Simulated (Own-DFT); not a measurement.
## Calculated data, Al₃GaN₄ (wurtzite random alloy, atoms displaced), Al₃GaN₄ (wurtzite random alloy, strained, atoms displaced), SiGe (diamond-structure random alloy, atoms displaced)

All values are calculated (Own-DFT development build). A calculation, not a measurement: plane-wave PBE density functional theory by an unreviewed code, no spin, of a simulated periodic cell, stress positive in tension, free energy of the whole cell less one offset for each atom, forces on such cells passed a denser k mesh, this cell's mesh not checked; offsets are fitted by least squares, one for each functional and potential file, so energies compare only between cells with the same atoms and settings and are not formation energies; the far tail of each file's local potential was reset to the Coulomb form; each entry is a single point on an unrelaxed cell, so the pressure reflects the starting lattice, mostly measured values, from which strain is counted, and rises with the displacements; printed positions are rounded, which can move forces by about a meV/angstrom; the program is a retired in-house code; no spin-orbit coupling.

Common to all runs: functional PBE.

(1) 
```cif
# cell vector a (Å): 9.3938 0.0000 0.0000
# cell vector b (Å): -4.6969 8.1352 0.0000
# cell vector c (Å): 0.0000 0.0000 10.0655
data_Al3GaN4
_symmetry_space_group_name_H-M 'P 1'
_symmetry_Int_Tables_number 1
_cell_length_a 9.3938
_cell_length_b 9.3937
_cell_length_c 10.0655
_cell_angle_alpha 90.000
_cell_angle_beta 90.000
_cell_angle_gamma 120.000
_cell_volume 769.21
loop_
_atom_site_label
_atom_site_type_symbol
_atom_site_fract_x
_atom_site_fract_y
_atom_site_fract_z
_atom_site_occupancy
Al1 Al 0.09373 0.21339 0.99967 1
Al2 Al 0.23147 0.10734 0.24074 1
N1 N 0.11870 0.23529 0.18933 1
N2 N 0.21310 0.11031 0.43771 1
Al3 Al 0.08976 0.19471 0.49848 1
Al4 Al 0.21980 0.09282 0.74957 1
N3 N 0.10092 0.22179 0.69620 1
N4 N 0.21697 0.11080 0.94369 1
Al5 Al 0.11617 0.55239 0.00334 1
Ga1 Ga 0.20974 0.45373 0.24980 1
N5 N 0.12247 0.55740 0.20605 1
N6 N 0.21871 0.43544 0.42783 1
Al6 Al 0.12388 0.55571 0.49894 1
Ga2 Ga 0.24939 0.47003 0.75396 1
N7 N 0.11935 0.53993 0.68723 1
N8 N 0.23118 0.45945 0.94117 1
Al7 Al 0.12487 0.88740 0.01125 1
Al8 Al 0.23913 0.78137 0.26002 1
N9 N 0.11183 0.88889 0.19833 1
N10 N 0.20855 0.76655 0.44129 1
Al9 Al 0.09297 0.87145 0.50291 1
Ga3 Ga 0.20543 0.77348 0.74320 1
N11 N 0.12277 0.89874 0.69112 1
N12 N 0.21493 0.78527 0.94780 1
Al10 Al 0.46019 0.24330 0.99782 1
Al11 Al 0.57161 0.12054 0.23610 1
N13 N 0.43757 0.20763 0.20121 1
N14 N 0.54311 0.11127 0.44312 1
Ga4 Ga 0.46508 0.23653 0.49512 1
Al12 Al 0.55787 0.10660 0.73820 1
N15 N 0.44330 0.22698 0.69228 1
N16 N 0.55349 0.11632 0.93355 1
Al13 Al 0.45328 0.57020 0.98815 1
Al14 Al 0.54391 0.44057 0.24909 1
N17 N 0.44591 0.55292 0.20099 1
N18 N 0.56342 0.45104 0.44925 1
Al15 Al 0.43442 0.53682 0.50205 1
Ga5 Ga 0.54570 0.45082 0.75273 1
N19 N 0.44365 0.54780 0.69911 1
N20 N 0.55661 0.45001 0.93888 1
Al16 Al 0.44379 0.88668 0.99407 1
Ga6 Ga 0.56614 0.78501 0.24155 1
N21 N 0.43913 0.88635 0.17689 1
N22 N 0.55015 0.78530 0.45367 1
Al17 Al 0.43264 0.87978 0.50198 1
Al18 Al 0.56384 0.77717 0.75071 1
N23 N 0.43707 0.88524 0.70055 1
N24 N 0.54941 0.76245 0.95416 1
Al19 Al 0.77928 0.21963 0.99781 1
Al20 Al 0.88394 0.10534 0.24989 1
N25 N 0.79251 0.21868 0.18942 1
N26 N 0.88499 0.09377 0.43018 1
Al21 Al 0.76803 0.22088 0.51260 1
Al22 Al 0.89350 0.12043 0.76632 1
N27 N 0.77065 0.21586 0.69779 1
N28 N 0.88228 0.09802 0.94411 1
Al23 Al 0.78454 0.56241 0.99313 1
Ga7 Ga 0.87806 0.43698 0.25199 1
N29 N 0.78068 0.57266 0.20344 1
N30 N 0.89749 0.43317 0.43413 1
Ga8 Ga 0.76895 0.55013 0.50371 1
Al24 Al 0.89164 0.45087 0.76178 1
N31 N 0.76947 0.54532 0.68473 1
N32 N 0.89489 0.44280 0.95064 1
Al25 Al 0.78619 0.88901 0.00971 1
Al26 Al 0.89197 0.78616 0.25829 1
N33 N 0.77093 0.88383 0.19513 1
N34 N 0.88848 0.77973 0.43840 1
Al27 Al 0.78905 0.90172 0.49558 1
Ga9 Ga 0.87709 0.77666 0.75084 1
N35 N 0.77969 0.88461 0.69119 1
N36 N 0.89924 0.78439 0.93462 1
_calc_potential_files 'PseudoDojo norm-conserving, scalar-relativistic, standard set'
_calc_wave_cutoff 42  # hartree
_calc_occupations 'Fermi-Dirac'
_calc_smearing_width 0.1  # eV
_calc_k_mesh '4 x 4 x 3 centred on Gamma'
_calc_free_energy_of_cell_above_offsets '-7.617'  # eV
_calc_pressure 10.15  # GPa
_calc_stress_xx -12.97  # GPa
_calc_stress_yy -10.49  # GPa
_calc_stress_zz -7  # GPa
_calc_stress_yz 1.54  # GPa
_calc_stress_xz -0.47  # GPa
_calc_stress_xy 2.51  # GPa
```

Force:
```csv
element,x (eV/Å),y (eV/Å),z (eV/Å)
Al,3.261,1.872,0.713
Al,-4.036,0.067,2.287
N,-0.439,-3.243,-1.076
N,1.533,-1.401,-0.229
Al,1.192,3.317,0.855
Al,-1.16,5.687,1.561
N,1.469,-0.569,-0.616
N,0.889,0.246,0.17
Al,-0.523,1.892,1.421
Ga,7.836,-4.267,0.681
N,-7.889,4.864,-4.706
N,0.558,-0.243,4.863
Al,-0.705,-2.295,-0.418
Ga,-3.817,-5.22,1.744
N,-4.598,1.994,-0.556
N,0.166,-1.619,0.911
Al,-3.763,2.332,0.381
Al,-2.27,-0.566,-1.283
N,0.473,-0.85,-0.513
N,0.849,1.389,0.982
Al,1.768,2.919,-0.602
Ga,2.501,-1.284,1.943
N,-2.699,-3.532,-2.687
N,3.79,-3.065,-1.599
Al,-1.452,-3.552,0.277
Al,-1.066,-2.025,1.538
N,2.836,3.634,-2.451
N,4.478,-2.256,-1.438
Ga,-4.607,-1.686,1.845
Al,-2.757,0.423,1.886
N,0.668,-1.361,0.148
N,1.179,-0.114,0.991
Al,-0.267,-7.549,4.369
Al,1.443,0.332,0.923
N,-0.624,0.678,-2.161
N,-2.659,0.033,-2.821
Al,-1.077,1.81,-0.826
Ga,4.486,-3.419,0.268
N,0.881,5.408,-4.139
N,0.963,1.554,1.408
Al,-0.779,0.435,-0.741
Ga,-3.795,-2.858,2.42
N,1.026,1.654,1.49
N,1.793,-1.358,-0.687
Al,-0.461,1.267,0.729
Al,-1.375,0.395,-0.106
N,1.529,-0.56,-1.019
N,0.722,8.347,-3.349
Al,-0.763,-0.574,0.125
Al,2.746,0.669,-0.094
N,-2.551,-0.115,-1.593
N,-2.13,3.273,0.481
Al,1.287,-0.251,-1.854
Al,0.24,-1.107,-2.777
N,1.56,1.384,-0.046
N,-1.41,0.856,0.666
Al,-0.322,0.302,1.869
Ga,0.806,2.058,-0.546
N,-0.311,-2.543,-2.344
N,-1.099,-0.006,3.043
Ga,3.398,1.498,-1.551
Al,0.654,-1.08,-1.685
N,1.54,0.774,3.032
N,-0.667,0.254,-0.836
Al,-0.396,-1.6,-0.794
Al,0.772,-0.112,-0.781
N,3.914,2.553,-1.547
N,-1.073,-0.443,1.241
Al,-1.664,-4.522,1.841
Ga,2.776,-0.612,-0.267
N,-2.435,2.303,-0.862
N,-0.342,-0.611,2.493
```

(2) 
```cif
# cell vector a (Å): 9.6521 0.0000 0.0000
# cell vector b (Å): -4.8260 8.3589 0.0000
# cell vector c (Å): 0.0000 0.0000 10.0655
data_Al3GaN4
_symmetry_space_group_name_H-M 'P 1'
_symmetry_Int_Tables_number 1
_cell_length_a 9.6521
_cell_length_b 9.6520
_cell_length_c 10.0655
_cell_angle_alpha 90.000
_cell_angle_beta 90.000
_cell_angle_gamma 120.000
_cell_volume 812.09
loop_
_atom_site_label
_atom_site_type_symbol
_atom_site_fract_x
_atom_site_fract_y
_atom_site_fract_z
_atom_site_occupancy
Ga1 Ga 0.11323 0.22093 0.00326 1
Ga2 Ga 0.21536 0.10774 0.25760 1
N1 N 0.10527 0.22062 0.19199 1
N2 N 0.21324 0.10641 0.43182 1
Al1 Al 0.10366 0.21700 0.49709 1
Al2 Al 0.20669 0.09994 0.74272 1
N3 N 0.12407 0.22142 0.69245 1
N4 N 0.21609 0.12295 0.94176 1
Al3 Al 0.10573 0.56047 0.00233 1
Al4 Al 0.22925 0.45596 0.25139 1
N5 N 0.11753 0.55299 0.19205 1
N6 N 0.22360 0.44336 0.44032 1
Ga3 Ga 0.11929 0.55875 0.49409 1
Al5 Al 0.22227 0.44420 0.74770 1
N7 N 0.12036 0.56268 0.69082 1
N8 N 0.21385 0.43371 0.95190 1
Ga4 Ga 0.11220 0.89532 0.00317 1
Al6 Al 0.21979 0.77893 0.24940 1
N9 N 0.11812 0.89863 0.18407 1
N10 N 0.22270 0.77779 0.43562 1
Al7 Al 0.10820 0.89774 0.49981 1
Al8 Al 0.23491 0.77619 0.75178 1
N11 N 0.11680 0.89253 0.69566 1
N12 N 0.21722 0.78753 0.93591 1
Al9 Al 0.44788 0.22170 0.00167 1
Al10 Al 0.54272 0.09378 0.25588 1
N13 N 0.44965 0.22643 0.18670 1
N14 N 0.55926 0.11662 0.44691 1
Al11 Al 0.44627 0.21209 0.50373 1
Al12 Al 0.55799 0.11592 0.74042 1
N15 N 0.44924 0.22413 0.68754 1
N16 N 0.56248 0.11439 0.93834 1
Al13 Al 0.45342 0.55257 0.99269 1
Al14 Al 0.55658 0.43950 0.25232 1
N17 N 0.44462 0.54081 0.18987 1
N18 N 0.56403 0.45099 0.44091 1
Al15 Al 0.45557 0.55730 0.49554 1
Al16 Al 0.55456 0.44951 0.74948 1
N19 N 0.42835 0.54423 0.69214 1
N20 N 0.54988 0.44397 0.94692 1
Ga5 Ga 0.44615 0.88786 0.98976 1
Ga6 Ga 0.56365 0.78235 0.24588 1
N21 N 0.44736 0.89401 0.19605 1
N22 N 0.55304 0.78137 0.44145 1
Al17 Al 0.43433 0.89083 0.49734 1
Al18 Al 0.55182 0.77197 0.74649 1
N23 N 0.43937 0.88208 0.69507 1
N24 N 0.55567 0.78969 0.94455 1
Al19 Al 0.77289 0.21104 0.00660 1
Ga7 Ga 0.88054 0.10946 0.25501 1
N25 N 0.77658 0.22414 0.18481 1
N26 N 0.88972 0.10363 0.44122 1
Al20 Al 0.76542 0.20762 0.49477 1
Ga8 Ga 0.89232 0.11641 0.74523 1
N27 N 0.77380 0.22523 0.69255 1
N28 N 0.90698 0.11301 0.93704 1
Al21 Al 0.77683 0.55264 0.00612 1
Al22 Al 0.88984 0.44779 0.25052 1
N29 N 0.76445 0.55174 0.18825 1
N30 N 0.88806 0.45012 0.44444 1
Al23 Al 0.77201 0.54792 0.50126 1
Al24 Al 0.88858 0.44617 0.75282 1
N31 N 0.77966 0.55849 0.69430 1
N32 N 0.89027 0.45439 0.94608 1
Al25 Al 0.76545 0.87892 0.99701 1
Al26 Al 0.90088 0.78904 0.24992 1
N33 N 0.77230 0.88635 0.19120 1
N34 N 0.89231 0.77587 0.43712 1
Al27 Al 0.77585 0.88272 0.49977 1
Ga9 Ga 0.88984 0.77589 0.74547 1
N35 N 0.78598 0.88911 0.69431 1
N36 N 0.88787 0.78116 0.94088 1
_calc_potential_files 'PseudoDojo norm-conserving, scalar-relativistic, standard set with the stringent files for Ga'
_calc_wave_cutoff 96  # hartree
_calc_occupations 'Gaussian'
_calc_smearing_width 0.01  # eV
_calc_k_mesh '4 x 4 x 3 centred on Gamma'
_calc_free_energy_of_cell_above_offsets '-20.665'  # eV
_calc_pressure -3.39  # GPa
_calc_stress_xx 4.93  # GPa
_calc_stress_yy 7.2  # GPa
_calc_stress_zz -1.95  # GPa
_calc_stress_yz -0.75  # GPa
_calc_stress_xz 0.33  # GPa
_calc_stress_xy 0.66  # GPa
```

Force:
```csv
element,x (eV/Å),y (eV/Å),z (eV/Å)
Ga,-0.937,0.61,0.95
Ga,0.218,1.836,-4.152
N,0.052,0.701,1.741
N,1.047,0.611,4.77
Al,0.946,1.199,0.314
Al,2.007,1.509,2.442
N,-2.198,0.991,-2.032
N,4.342,-1.788,-1.635
Al,1.335,-0.509,-0.485
Al,0.939,-1.936,-0.755
N,-1.943,1.4,0.163
N,1.053,-0.44,-0.009
Ga,-0.835,-0.475,0.821
Al,-1.046,-1.076,1.447
N,-0.601,-1.039,0.714
N,0.08,3.839,-2.101
Ga,-0.894,0.889,-2.402
Al,0.584,-0.101,-0.752
N,0.062,-2.165,2.725
N,-0.859,1.601,0.321
Al,0.792,-1.655,0.508
Al,-2.651,-0.119,-0.117
N,0.7,-1.064,-1.857
N,1.582,-1.602,0.64
Al,-0.987,-0.222,-0.782
Al,-0.003,3.511,-1.191
N,0.513,-1.225,1.612
N,-0.83,-2.034,-1.008
Al,-1.895,1.874,-0.572
Al,-0.2,-0.718,1.67
N,-0.673,-0.202,0.409
N,-0.721,0.35,-0.595
Al,-3.061,0.145,1.772
Al,-0.544,0.027,-0.523
N,-0.75,1.386,-0.048
N,-0.565,-1.512,0.397
Al,-1.72,-0.224,0.17
Al,0.307,-0.97,0.409
N,2.475,1.966,-0.471
N,2.193,-0.386,-1.83
Ga,-2.416,1.353,1.405
Ga,-1.375,-1.975,0.449
N,-0.79,-1.799,-0.59
N,0.365,-0.063,1.177
Al,1.424,-0.912,0.598
Al,0.254,0.525,0.072
N,1.364,1.501,-1.328
N,2.066,-3.077,-1.796
Al,1.072,0.981,-2.191
Ga,0.958,0.479,-1.872
N,-0.858,-0.125,2.596
N,-1.413,0.061,1.73
Al,2.116,2.479,1.172
Ga,0.459,-0.097,0.908
N,0.502,0.238,-1.229
N,-4.04,-1.56,0.562
Al,-0.698,0.795,-1.198
Al,-0.309,-0.27,-0.254
N,2.286,1.16,1.228
N,0.271,-1.61,-0.815
Al,0.972,1.238,0.093
Al,0.412,0.44,0.01
N,-0.497,-1.522,-0.821
N,0.275,-1.261,-0.461
Al,2.071,2.022,0.089
Al,-1.158,-1.312,-0.786
N,2.092,0.479,-0.877
N,-0.545,0.198,0.715
Al,0.054,0.016,0.055
Ga,0.795,0.419,1.331
N,-2.323,-0.538,-1.506
N,-0.702,-1.245,0.86
```

(3) 
```cif
# cell vector a (Å): 11.0890 0.0000 0.0000
# cell vector b (Å): 0.0000 11.0890 0.0000
# cell vector c (Å): 0.0000 0.0000 5.5445
data_SiGe
_symmetry_space_group_name_H-M 'P 1'
_symmetry_Int_Tables_number 1
_cell_length_a 11.0890
_cell_length_b 11.0890
_cell_length_c 5.5445
_cell_angle_alpha 90.000
_cell_angle_beta 90.000
_cell_angle_gamma 90.000
_cell_volume 681.78
loop_
_atom_site_label
_atom_site_type_symbol
_atom_site_fract_x
_atom_site_fract_y
_atom_site_fract_z
_atom_site_occupancy
Ge1 Ge 0.99945 0.99708 0.98902 1
Si1 Si 0.00451 0.26300 0.50820 1
Si2 Si 0.24199 0.00285 0.47864 1
Ge2 Ge 0.25978 0.25535 0.00180 1
Si3 Si 0.11534 0.11928 0.23517 1
Si4 Si 0.11641 0.36218 0.76290 1
Ge3 Ge 0.36536 0.12257 0.74032 1
Ge4 Ge 0.36180 0.37298 0.24430 1
Ge5 Ge 0.99576 0.51112 0.98557 1
Si5 Si 0.99670 0.75851 0.52153 1
Si6 Si 0.25755 0.50356 0.52012 1
Ge6 Ge 0.24713 0.74932 0.00444 1
Si7 Si 0.11794 0.64248 0.25164 1
Si8 Si 0.12393 0.86662 0.76416 1
Ge7 Ge 0.36221 0.62785 0.74569 1
Ge8 Ge 0.37310 0.87728 0.23086 1
Ge9 Ge 0.50727 0.99781 0.00687 1
Ge10 Ge 0.50407 0.25449 0.49961 1
Ge11 Ge 0.75155 0.01538 0.48931 1
Si9 Si 0.75004 0.23752 0.01961 1
Si10 Si 0.62746 0.11997 0.25923 1
Si11 Si 0.62153 0.36956 0.73819 1
Ge12 Ge 0.87499 0.11946 0.73875 1
Ge13 Ge 0.87942 0.36680 0.24314 1
Si12 Si 0.50274 0.49732 0.01562 1
Ge14 Ge 0.49903 0.74308 0.50526 1
Si13 Si 0.75421 0.50412 0.51552 1
Si14 Si 0.75224 0.75825 0.01394 1
Ge15 Ge 0.62313 0.62346 0.24657 1
Si15 Si 0.62589 0.87515 0.75157 1
Si16 Si 0.88488 0.62402 0.72804 1
Ge16 Ge 0.90100 0.87630 0.25052 1
_calc_potential_files 'PseudoDojo norm-conserving, scalar-relativistic, standard set'
_calc_wave_cutoff 42  # hartree
_calc_occupations 'Fermi-Dirac'
_calc_smearing_width 0.1  # eV
_calc_k_mesh '3 x 3 x 6 centred on Gamma'
_calc_free_energy_of_cell_above_offsets '0.571'  # eV
_calc_pressure 4.1  # GPa
_calc_stress_xx -3.89  # GPa
_calc_stress_yy -3.9  # GPa
_calc_stress_zz -4.52  # GPa
_calc_stress_yz -1.14  # GPa
_calc_stress_xz -2.48  # GPa
_calc_stress_xy -1.79  # GPa
```

Force:
```csv
element,x (eV/Å),y (eV/Å),z (eV/Å)
Ge,1.003,0.581,-1.128
Si,-0.544,-2.646,-1.26
Si,-0.471,-1.002,0.628
Ge,-3.001,-2.275,-1.136
Si,0.916,1.782,0.982
Si,1.948,2.604,0.47
Ge,1.288,-0.252,-0.126
Ge,2.527,2.277,2.041
Ge,1.165,-1.108,1.114
Si,1.301,-0.823,-0.365
Si,-3.259,-1.556,-1.722
Ge,-0.248,0.158,-0.001
Si,0.186,-1.743,1.241
Si,0.655,1.405,-1.305
Ge,2.4,-0.295,1.627
Ge,0.251,-0.056,1.648
Ge,-0.38,0.578,-0.992
Ge,-1.198,-1.162,-0.945
Ge,0.161,-3.37,0.216
Si,-0.288,0.622,-1.483
Si,-1.241,1.451,-0.86
Si,1.558,1.304,2.158
Ge,0.601,2.148,0.996
Ge,-0.922,1.492,0.358
Si,-0.909,-0.507,-1.64
Ge,-0.188,1.283,-0.098
Si,-0.485,-1.093,-0.988
Si,0.716,-0.595,-0.913
Ge,1.237,-0.048,0.401
Si,0.799,-0.039,-0.363
Si,-2.208,1.057,0.873
Ge,-3.369,-0.17,0.578
```
